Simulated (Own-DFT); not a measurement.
Simulation results for GaP (zincblende, strained, atoms displaced), SiC (4H silicon carbide, atoms displaced), SiC (3C silicon carbide, strained, atoms displaced)

A calculation, not a measurement: plane-wave PBE density functional theory by an unreviewed code, no spin, of a simulated periodic cell, stress positive in tension, free energy of the whole cell less one offset for each atom, forces on such cells passed a denser k mesh, this cell's mesh not checked; offsets are fitted by least squares, one for each functional and potential file, so energies compare only between cells with the same atoms and settings and are not formation energies; the far tail of each file's local potential was reset to the Coulomb form; each entry is a single point on an unrelaxed cell, so the pressure reflects the starting lattice, mostly measured values (interpolated for alloys), from which strain is counted, and rises with the displacements; printed positions are rounded, which can move forces by about a meV/angstrom; the program, named Own-DFT, is a retired in-house code; no spin-orbit coupling. Program: Own-DFT development build.

Common to all runs: functional PBE; potential files PseudoDojo norm-conserving, scalar-relativistic, standard set; wave cutoff 42 hartree; occupations Fermi-Dirac; smearing width 0.1 eV.

(1) GaP (zincblende, strained, atoms displaced)

```
GaP
1.0
     10.8620     0.0000     0.0000
      0.0000    10.8620     0.0000
      0.0000     0.0000    10.9361
Ga P Ga P Ga P Ga P Ga P Ga P Ga P Ga P
4 4 4 4 4 4 4 4 4 4 4 4 4 4 4 4
Direct
  0.99735 0.00171 0.00068
  0.00218 0.25124 0.25062
  0.24291 0.99452 0.25149
  0.24548 0.24989 0.99423
  0.12014 0.12459 0.11670
  0.12222 0.37478 0.37025
  0.38428 0.12748 0.37877
  0.37908 0.36731 0.12631
  0.00161 0.00315 0.49648
  0.00334 0.24995 0.75172
  0.25393 0.00151 0.74790
  0.24863 0.24877 0.49940
  0.12681 0.13540 0.61813
  0.13030 0.38230 0.87826
  0.36994 0.12464 0.88075
  0.37814 0.37257 0.63202
  0.99736 0.50160 0.99924
  0.99422 0.75377 0.25669
  0.25186 0.49170 0.25149
  0.24828 0.74622 0.99361
  0.12684 0.61177 0.12045
  0.11589 0.88305 0.37179
  0.37424 0.62062 0.37706
  0.36989 0.87529 0.12380
  0.99882 0.51091 0.50253
  0.00173 0.75437 0.74470
  0.24710 0.50610 0.75196
  0.24902 0.75734 0.49541
  0.12033 0.62622 0.62513
  0.12243 0.86859 0.87656
  0.38173 0.62147 0.87160
  0.36340 0.87237 0.62464
  0.50304 0.00083 0.00068
  0.49761 0.25027 0.23983
  0.74936 0.00031 0.25248
  0.74735 0.24630 0.00638
  0.62506 0.12629 0.12494
  0.62076 0.37655 0.37448
  0.87090 0.12664 0.37010
  0.87304 0.38285 0.12685
  0.50504 0.99777 0.50611
  0.50093 0.24714 0.75190
  0.74743 0.00032 0.73864
  0.75644 0.25358 0.50013
  0.62046 0.12325 0.62501
  0.62815 0.37944 0.87442
  0.87002 0.12391 0.87894
  0.87229 0.38196 0.62590
  0.49476 0.49565 0.99870
  0.49904 0.75974 0.24022
  0.74738 0.50157 0.24681
  0.74928 0.74941 0.00645
  0.62622 0.62298 0.11329
  0.62488 0.87103 0.37698
  0.87683 0.62442 0.37800
  0.86421 0.87812 0.12621
  0.49649 0.50571 0.50889
  0.49629 0.75463 0.75151
  0.74894 0.50375 0.74332
  0.74552 0.75621 0.49861
  0.62602 0.62349 0.62818
  0.61624 0.88122 0.87678
  0.87697 0.62640 0.86957
  0.87662 0.87188 0.62322
```

```
hardware                          : one NVIDIA H100
k mesh                            : 3 x 3 x 3 centred on Gamma
free energy of cell above offsets : -33.507 eV
pressure                          : 3.54 GPa
stress xx                         : -3.74 GPa
stress yy                         : -3.66 GPa
stress zz                         : -3.2 GPa
stress yz                         : -0.13 GPa
stress xz                         : -0.39 GPa
stress xy                         : 0.12 GPa
wall time                         : 518.4 s
```

Force:
```csv
element,x (eV/Å),y (eV/Å),z (eV/Å)
Ga,-0.38,-0.754,-0.359
Ga,-0.549,-0.081,-0.707
Ga,0.897,1.333,-0.355
Ga,0.223,0.197,0.703
P,0.524,0.217,1.057
P,0.141,0.157,1.211
P,-0.919,-0.605,-0.542
P,-1.316,0.856,-0.984
Ga,-0.744,0.618,0.598
Ga,-0.427,0.489,0.305
Ga,-1.058,0.275,0.439
Ga,1.023,1.041,-0.685
P,-0.579,-1.493,1.041
P,-0.913,-0.447,-0.451
P,0.749,-0.162,-0.648
P,-0.848,0.349,-0.486
Ga,-0.318,-0.193,-0.393
Ga,0.178,-0.624,-1.204
Ga,0.18,0.344,-0.264
Ga,0.32,-0.623,0.533
P,0.113,1.623,0.891
P,0.658,-1.008,0.378
P,0.002,0.933,-0.55
P,-0.217,0.304,-0.48
Ga,0.091,-1.344,-0.31
Ga,-0.258,-0.495,0.625
Ga,0.504,-0.347,-0.453
Ga,-0.723,-0.988,-0.481
P,1.07,0.555,-0.184
P,0.071,1.185,-0.383
P,-0.806,0.49,0.253
P,1.444,0.387,-0.016
Ga,-0.902,0.395,0.457
Ga,0.902,-0.484,1.596
Ga,-0.669,0.108,0.069
Ga,0.435,1.088,-0.555
P,-0.163,-0.66,0.382
P,0.093,0.076,0.086
P,0.592,0.063,0.528
P,0.228,-1.108,-0.259
Ga,-0.86,-0.409,-0.526
Ga,0,0.172,0.693
Ga,0.203,-0.183,1.186
Ga,-0.908,0.03,-0.187
P,0.808,0.796,-0.203
P,-0.099,-0.74,0.032
P,0.263,0.031,-0.907
P,0.883,-0.697,-0.115
Ga,0.475,-0.178,-0.037
Ga,0.213,-1.442,0.586
Ga,-0.275,0.219,0.628
Ga,0.089,0.229,-1.616
P,-0.859,-0.004,1.322
P,-0.521,0.806,-0.587
P,-1.047,0.494,-0.401
P,1.249,-0.224,0.081
Ga,0.181,-0.774,-0.46
Ga,0.286,-0.217,-0.282
Ga,0.192,-0.173,1.131
Ga,0.63,-1.251,0.396
P,-0.456,1.387,-0.417
P,1.355,-0.737,-0.626
P,-0.306,0.373,0.299
P,-0.146,0.832,-0.393
```

(2) SiC (4H silicon carbide, atoms displaced)

```
SiC
1.0
      6.1654     0.0000     0.0000
     -3.0827     5.3394     0.0000
      0.0000     0.0000    10.0681
Si C Si C Si C Si C Si C Si C Si C Si C
2 2 2 2 2 2 2 2 2 2 2 2 2 2 2 2
Direct
  0.98638 0.97399 0.40491
  0.16249 0.31970 0.14763
  0.97818 0.00346 0.08656
  0.18681 0.30816 0.33270
  0.98143 0.47520 0.39362
  0.18954 0.81468 0.16537
  0.00754 0.51328 0.10934
  0.16525 0.81138 0.33278
  0.46987 0.98067 0.40757
  0.63294 0.31296 0.15389
  0.53351 0.03669 0.09665
  0.65770 0.35463 0.35062
  0.50669 0.49472 0.41936
  0.65727 0.79797 0.16545
  0.47921 0.48221 0.10412
  0.70428 0.85551 0.33769
  0.99370 0.99243 0.91297
  0.82937 0.66243 0.65659
  0.02737 0.00901 0.59877
  0.83352 0.64979 0.83779
  0.98603 0.49610 0.90017
  0.81153 0.14043 0.65260
  0.99007 0.50101 0.59990
  0.86457 0.17152 0.82121
  0.49811 0.02671 0.90686
  0.31526 0.64683 0.66332
  0.50780 0.00062 0.58620
  0.33247 0.63885 0.84812
  0.51525 0.51624 0.92282
  0.33518 0.18073 0.65645
  0.50262 0.52092 0.58911
  0.33987 0.13938 0.83701
```

```
hardware                          : one NVIDIA H100
k mesh                            : 5 x 5 x 3 centred on Gamma
free energy of cell above offsets : 5.421 eV
pressure                          : 11.53 GPa
stress xx                         : -11.91 GPa
stress yy                         : -7.77 GPa
stress zz                         : -14.91 GPa
stress yz                         : -3.81 GPa
stress xz                         : -4.47 GPa
stress xy                         : 0.92 GPa
wall time                         : 117.2 s
```

Force:
```csv
element,x (eV/Å),y (eV/Å),z (eV/Å)
Si,4.883,3.789,1.538
Si,-2.985,-0.677,2.227
C,1.78,-2.202,1.525
C,-2.309,0.839,2.165
Si,2.401,0.286,1.778
Si,-1.695,3.906,-4.182
C,-0.878,-3.773,-3.587
C,-0.957,-0.098,4.365
Si,3.001,2.115,-0.64
Si,2.434,7.237,4.935
C,-0.243,-9.317,-2.383
C,2.697,-4.458,-2.292
Si,-3.185,1.571,-3.584
Si,0.099,4.246,-1.685
C,1.527,1.395,-2.404
C,-6.245,-3.594,1.269
Si,0.886,0.023,-3.58
Si,0.251,1.191,-0.594
C,-3.591,-2.387,-2.198
C,-2.535,1.892,1.962
Si,3.712,-1.219,1.476
Si,2.331,2.668,-2.341
C,0.848,-1.739,-2.3
C,-2.197,-0.711,5.765
Si,7.28,-4.351,1.469
Si,-0.141,1.941,-0.693
C,-2.721,-1.724,1.217
C,-1.528,2.435,0.683
Si,0.144,-1.891,-2.966
Si,2.765,-0.085,-0.16
C,0.401,-1.315,3.364
C,-6.233,4.008,-0.148
```

(3) SiC (3C silicon carbide, strained, atoms displaced)

```
SiC
1.0
     12.9028    -0.0618    -0.0300
     -0.0412     8.7332    -0.1347
     -0.0200    -0.1347     8.8236
Si C Si C Si C Si C Si C Si C Si C Si C Si C Si C Si C Si C
4 4 4 4 4 4 4 4 4 4 4 4 4 4 4 4 4 4 4 4 4 4 4 4
Direct
  0.99817 0.00009 0.00158
  0.00342 0.25525 0.24474
  0.16552 0.99848 0.25307
  0.16202 0.23493 0.00601
  0.08031 0.12755 0.12727
  0.08618 0.37532 0.37510
  0.25040 0.12197 0.37357
  0.25720 0.37824 0.12813
  0.99485 0.99684 0.49621
  0.00277 0.25852 0.74135
  0.16740 0.00576 0.73553
  0.16577 0.25706 0.50169
  0.08480 0.12365 0.62478
  0.08555 0.37905 0.87334
  0.25329 0.12291 0.87729
  0.24261 0.38602 0.61486
  0.99886 0.50013 0.01218
  0.99560 0.75384 0.25443
  0.16816 0.49702 0.24959
  0.16145 0.74593 0.00341
  0.08478 0.61874 0.12182
  0.08325 0.87993 0.37630
  0.24934 0.63214 0.36774
  0.25038 0.86377 0.12856
  0.00069 0.50713 0.49992
  0.99957 0.75674 0.75184
  0.17113 0.50679 0.75977
  0.16400 0.75141 0.49829
  0.07917 0.62483 0.63103
  0.08377 0.87449 0.87560
  0.24416 0.63051 0.88278
  0.25006 0.87741 0.63194
  0.32040 0.99814 0.99680
  0.32626 0.24134 0.24382
  0.50105 0.00099 0.23760
  0.49485 0.24939 0.00687
  0.41208 0.12275 0.12297
  0.41306 0.37222 0.37244
  0.58452 0.12383 0.37587
  0.59223 0.38654 0.12209
  0.33285 0.00382 0.49878
  0.33481 0.24671 0.75638
  0.49783 0.00168 0.75402
  0.50105 0.26535 0.50599
  0.41436 0.12777 0.62911
  0.41399 0.37610 0.86691
  0.58150 0.11894 0.86940
  0.59142 0.38365 0.62519
  0.33216 0.49673 0.99861
  0.32999 0.74954 0.24096
  0.49948 0.50207 0.24516
  0.50017 0.74895 0.99424
  0.41616 0.62392 0.12105
  0.41671 0.86537 0.37727
  0.58342 0.62603 0.37981
  0.58332 0.88321 0.12830
  0.33008 0.50355 0.50550
  0.33394 0.75309 0.76364
  0.49766 0.49900 0.75014
  0.50031 0.75257 0.50563
  0.41841 0.62074 0.62922
  0.42215 0.87893 0.87494
  0.58484 0.61993 0.87866
  0.58616 0.87287 0.62054
  0.66851 0.99209 0.99773
  0.67011 0.25425 0.25065
  0.83695 0.00507 0.25666
  0.83317 0.24232 0.00905
  0.74620 0.11633 0.12906
  0.74853 0.37188 0.37228
  0.91922 0.13492 0.37595
  0.91442 0.37135 0.12085
  0.66576 0.00464 0.50179
  0.67198 0.25662 0.74972
  0.83090 0.99395 0.75731
  0.82576 0.24329 0.49698
  0.74982 0.12626 0.62399
  0.75514 0.37557 0.86826
  0.91959 0.12083 0.86733
  0.91222 0.36365 0.62146
  0.65999 0.50585 0.00032
  0.66794 0.75450 0.25893
  0.82810 0.50013 0.24309
  0.83643 0.74763 0.99883
  0.75020 0.62617 0.12182
  0.75053 0.87080 0.37526
  0.91427 0.63016 0.37623
  0.91973 0.87247 0.12542
  0.65970 0.50239 0.49095
  0.67065 0.75415 0.74852
  0.82624 0.50564 0.75208
  0.83353 0.75092 0.50296
  0.75395 0.63067 0.62391
  0.75170 0.87821 0.87056
  0.92424 0.63381 0.86483
  0.91304 0.87817 0.62411
```

```
hardware                          : one NVIDIA H200
k mesh                            : 3 x 4 x 4 centred on Gamma
free energy of cell above offsets : -8.547 eV
pressure                          : 5.03 GPa
stress xx                         : -8.09 GPa
stress yy                         : -4.98 GPa
stress zz                         : -2.01 GPa
stress yz                         : -6.53 GPa
stress xz                         : -1.73 GPa
stress xy                         : -3.46 GPa
wall time                         : 554 s
```

Force:
```csv
element,x (eV/Å),y (eV/Å),z (eV/Å)
Si,0.183,-0.378,-1.242
Si,-1.379,0.272,1.679
Si,-0.063,-0.227,-0.334
Si,1.516,3.407,-1.88
C,0.647,-1.76,0.402
C,-0.592,0.663,-0.544
C,-0.744,0.642,0.435
C,-2.295,-1.472,-0.78
Si,0.675,1.449,1.019
Si,-0.884,-1.173,1.118
Si,-0.485,-0.855,3.076
Si,-0.55,-1.79,-0.933
C,-0.565,0.986,-1.361
C,-0.177,-0.872,1.312
C,-2.206,0.615,-0.949
C,1.682,-0.656,3.027
Si,-0.17,-0.386,-3.704
Si,1.293,-1,-0.614
Si,0.146,0.587,0.061
Si,-0.326,0.978,-0.295
C,-0.511,1.035,2.439
C,-0.561,-0.75,-0.144
C,-0.208,-0.782,1.303
C,-1.902,2.714,-1.469
Si,-1.281,-1.753,0.113
Si,0.472,0.246,-1.38
Si,-2.32,-0.991,-2.032
Si,0.485,-0.264,0.777
C,1.537,0.911,-0.511
C,0.671,1.24,0.336
C,2.79,-0.295,-0.033
C,0.838,-0.891,-1.556
Si,3.376,-1.286,1.009
Si,1.878,1.254,1.516
Si,-1.393,0.568,3.282
Si,1.489,0.231,-1.583
C,-0.114,-0.338,-0.215
C,0.462,0.702,0.193
C,-0.721,1.315,-0.424
C,-2.941,-2.779,1.381
Si,0.599,-1.298,0.101
Si,-1.484,0.43,-1.702
Si,0.412,-0.382,-2.176
Si,-0.407,-2.353,-1.179
C,0.883,0.122,-0.565
C,0.874,0.205,1.987
C,1.459,2.123,1.838
C,-1.627,-0.519,0.752
Si,0.01,0.707,-0.205
Si,1.978,-0.923,2.328
Si,-0.34,-0.174,0.959
Si,0.253,0.451,1.427
C,0.358,0.296,-0.401
C,-0.152,1.701,-0.956
C,-0.92,0.676,-1.556
C,1.131,-2.831,-1.624
Si,0.557,0.317,-2.19
Si,-0.373,-0.426,-1.891
Si,1.245,0.145,-0.161
Si,-0.712,-0.854,-0.793
C,-0.75,1.242,0.33
C,-1.794,-0.528,1.05
C,-0.738,1.865,-1.658
C,-0.396,0.984,1.646
Si,-1.201,1.314,0.076
Si,-1.934,-1.523,-0.663
Si,-0.877,-1.306,-0.877
Si,-0.469,-0.223,-2.853
C,1.39,1.066,-0.306
C,0.61,1.533,0.581
C,-0.123,-1.057,-0.609
C,0.586,0.844,1.468
Si,-0.106,-0.908,-0.636
Si,-1.358,-1.322,-0.254
Si,1.155,2.247,-2.401
Si,1.649,1.394,0.406
C,-0.201,-0.914,0.817
C,-1.159,0.171,3.053
C,-0.207,0.828,1.77
C,0.303,2.59,-0.201
Si,3.385,-0.595,-1.158
Si,-1.043,-0.773,-1.882
Si,0.949,-0.036,1.287
Si,-0.077,0.224,-0.489
C,-0.422,0.587,0.148
C,1.163,1.929,1.236
C,0.328,-1.061,-0.645
C,-0.807,1,0.311
Si,2.882,0.028,1.493
Si,-1.258,-1.038,-0.518
Si,3.057,-0.549,-1.219
Si,-0.48,0.123,-0.545
C,-1.595,-0.939,-0.284
C,-0.314,-1.573,2.007
C,-2.555,-2.097,2.705
C,0.914,-0.057,0.33
```

(4) GaP (zincblende, strained, atoms displaced)

```
GaP
1.0
     10.8620     0.0000     0.0000
      0.0000    10.8620     0.0000
      0.0000     0.0000    10.9439
Ga P Ga P Ga P Ga P Ga P Ga P Ga P Ga P
4 4 4 4 4 4 4 4 4 4 4 4 4 4 4 4
Direct
  0.99908 0.99746 0.00124
  0.99323 0.24790 0.24867
  0.25041 0.00203 0.25093
  0.25020 0.25188 0.99821
  0.12596 0.12676 0.12795
  0.12303 0.37396 0.37155
  0.37570 0.12827 0.37488
  0.37906 0.37997 0.12523
  0.00174 0.00034 0.49776
  0.99901 0.25399 0.75012
  0.24695 0.00467 0.74693
  0.25695 0.25228 0.50177
  0.12380 0.12138 0.62778
  0.12572 0.36976 0.87317
  0.37254 0.12139 0.87509
  0.37848 0.37390 0.62581
  0.00502 0.50370 0.99553
  0.99827 0.75258 0.24770
  0.25165 0.50175 0.25517
  0.24724 0.74950 0.99906
  0.12399 0.62724 0.12704
  0.12679 0.87936 0.37121
  0.37457 0.63036 0.37835
  0.37305 0.87689 0.12398
  0.99901 0.50117 0.49752
  0.00037 0.74240 0.75015
  0.24702 0.50042 0.75228
  0.25133 0.74582 0.49763
  0.12689 0.62529 0.62575
  0.12506 0.87698 0.87658
  0.37504 0.61807 0.87765
  0.37401 0.87179 0.62798
  0.50020 0.99750 0.99989
  0.50173 0.25114 0.24817
  0.74679 0.99811 0.24928
  0.74919 0.24622 0.99600
  0.62433 0.13086 0.12558
  0.62598 0.37424 0.37206
  0.87480 0.12443 0.37393
  0.87652 0.37627 0.11798
  0.49846 0.00020 0.49694
  0.49988 0.25037 0.74792
  0.75273 0.99702 0.75101
  0.75156 0.24881 0.49783
  0.61819 0.12137 0.62818
  0.62680 0.37640 0.87610
  0.87426 0.12477 0.87907
  0.87415 0.37269 0.62029
  0.50421 0.50150 0.00048
  0.50534 0.75249 0.25120
  0.75317 0.50133 0.24659
  0.74965 0.75142 0.00071
  0.63092 0.62135 0.12581
  0.62181 0.87204 0.37745
  0.87456 0.62726 0.37501
  0.87275 0.87802 0.12543
  0.49866 0.49950 0.50117
  0.50439 0.74626 0.75092
  0.74724 0.49746 0.74678
  0.74987 0.74977 0.50165
  0.62425 0.62708 0.62800
  0.62264 0.87023 0.87588
  0.87755 0.62749 0.87612
  0.88170 0.87571 0.62561
```

```
hardware                          : one NVIDIA H100
k mesh                            : 3 x 3 x 3 centred on Gamma
free energy of cell above offsets : -35.211 eV
pressure                          : 3.08 GPa
stress xx                         : -3.27 GPa
stress yy                         : -3.23 GPa
stress zz                         : -2.75 GPa
stress yz                         : -0.07 GPa
stress xz                         : 0.06 GPa
stress xy                         : 0.39 GPa
wall time                         : 500.4 s
```

Force:
```csv
element,x (eV/Å),y (eV/Å),z (eV/Å)
Ga,0.335,0.42,0.154
Ga,0.431,0.376,-0.287
Ga,0.242,0.218,-0.198
Ga,0.352,-0.264,0.542
P,-0.214,-0.04,-0.405
P,0.154,-0.149,0.458
P,0.123,-0.226,-0.217
P,-0.475,-0.29,0
Ga,0.045,0.042,0.004
Ga,-0.265,-0.688,-0.171
Ga,0.403,-0.885,0.468
Ga,-0.958,-0.183,-0.069
P,-0.147,1.07,-0.719
P,-0.07,0.741,0.114
P,0.369,0.517,-0.045
P,-0.44,0.54,0.22
Ga,-0.053,-0.319,0.279
Ga,0.057,0.111,0.246
Ga,-0.06,0.039,-0.381
Ga,0.303,0.012,0.05
P,0.246,-0.26,-0.029
P,-0.134,-0.713,0.418
P,0.658,-0.735,-0.616
P,0.296,-0.401,0.27
Ga,0.28,-0.097,0.087
Ga,0.318,0.938,0.103
Ga,0.362,-0.391,-0.266
Ga,-0.469,1.013,0.498
P,-0.183,-0.357,-0.34
P,-0.132,-0.323,-0.487
P,0.017,0.792,-0.18
P,0.04,0.197,-0.265
Ga,-0.001,0.339,0.1
Ga,-0.374,0.207,0.179
Ga,-0.147,0.291,0.219
Ga,0.022,0.577,0.397
P,0.04,-0.916,-0.275
P,0.123,0.38,0.291
P,-0.278,-0.361,0.113
P,-0.063,-0.065,0.195
Ga,-0.368,-0.208,0.453
Ga,-0.055,-0.147,0.768
Ga,-0.262,0.098,0.002
Ga,-0.676,-0.354,0.2
P,1.069,0.082,-0.445
P,-0.247,-0.359,-0.312
P,0.308,-0.2,-0.69
P,0.076,0.381,0.358
Ga,-0.03,-0.155,0.115
Ga,-0.632,-0.394,-0.62
Ga,0.286,-0.555,0.365
Ga,0.16,-0.125,0.045
P,-0.586,0.757,-0.104
P,0.649,0.518,0.029
P,0,-0.002,-0.101
P,-0.052,-0.28,-0.046
Ga,0.316,0.136,-0.239
Ga,-1.014,0.138,0.262
Ga,0.551,0.212,0.272
Ga,0.212,0.202,0.193
P,0.263,-0.513,-0.623
P,0.429,0.46,-0.001
P,-0.66,-0.545,-0.223
P,-0.49,-0.302,-0.115
```
